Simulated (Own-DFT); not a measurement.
# Point defects and the pressure they add: zincblende GaAs

Source: density functional calculations with Own-DFT, an unreviewed in-house program that is no longer used. Nothing was measured or relaxed, and spin and spin-orbit coupling are left out.

Settings: PBE; PseudoDojo norm-conserving scalar-relativistic files; cutoff 42 hartree; 3 x 3 x 3 k mesh centred on Gamma; Fermi-Dirac smearing of 0.1 eV.

Known weak points (not all hold for every row): not probed for a lower state with spin; forces not confirmed at this smearing and k mesh; stress not checked against mesh or cutoff.

All runs share one cell, with vectors in Å (10.862, 0.000, 0.000); (0.000, 10.862, 0.000); (0.000, 0.000, 11.796) and a volume of 1391.7 Å³, strained against the parent crystal. u is the rms random offset of the atoms per axis. The defect's site can differ from row to row.

| cell | formula | u (Å) | P (GPa) |
|---|---|---|---|
| no defect | As32Ga32 | 0.0282 | 6.64 |
| no defect | As32Ga32 | 0.0286 | 6.61 |
| no defect | As32Ga32 | 0.0504 | 7.03 |
| one P on an As site | As31Ga32P | 0.0302 | 6.37 |
| one P on an As site | As31Ga32P | 0.0318 | 6.39 |
| one P on an As site | As31Ga32P | 0.0498 | 6.77 |
| one In on a Ga site | As32Ga31In | 0.0291 | 7.39 |
| one In on a Ga site | As32Ga31In | 0.0305 | 7.44 |
| one In on a Ga site | As32Ga31In | 0.0308 | 7.47 |
| one Al on a Ga site | AlAs32Ga31 | 0.0278 | ? |
| one Al on a Ga site | AlAs32Ga31 | 0.0315 | 6.67 |
| one Al on a Ga site | AlAs32Ga31 | 0.0518 | 6.98 |
| one Al on a Ga site | AlAs32Ga31 | 0.0520 | 7.01 |
| one As vacancy and one Ga vacancy | As31Ga31 | 0.0253 | 5.83 |
| one As vacancy and one Ga vacancy | As31Ga31 | 0.0319 | 6.01 |
| one As vacancy and one Ga vacancy | As31Ga31 | 0.0504 | 6.20 |

## Fit

P = P0 + c u² + a shift for each defect gives P0 = 6.47 GPa, c = 210 ± 15 GPa/Å² and a scatter of 0.04 GPa. The shifts, and each times the cell's volume:

- one In on a Ga site: 0.77 ± 0.04 GPa, 6.7 eV
- one Al on a Ga site: -0.03 ± 0.04 GPa, -0.3 eV (not resolved)
- one P on an As site: -0.27 ± 0.03 GPa, -2.3 eV
- one As vacancy and one Ga vacancy: -0.75 ± 0.03 GPa, -6.5 eV

Positive is outwards. The product with the volume (160.2 GPa Å³ to the eV) is nearly free of the cell's size; divided by the bulk modulus at the cell's pressure it gives the volume that the defect adds. The atoms around the defects weren't relaxed, which would change these numbers.

## Prediction

Question: what pressure belongs in the blank (one Al on a Ga site, u = 0.0278 Å)?

The fit gives 6.60 ± 0.05 GPa. Computed: 6.66 GPa.
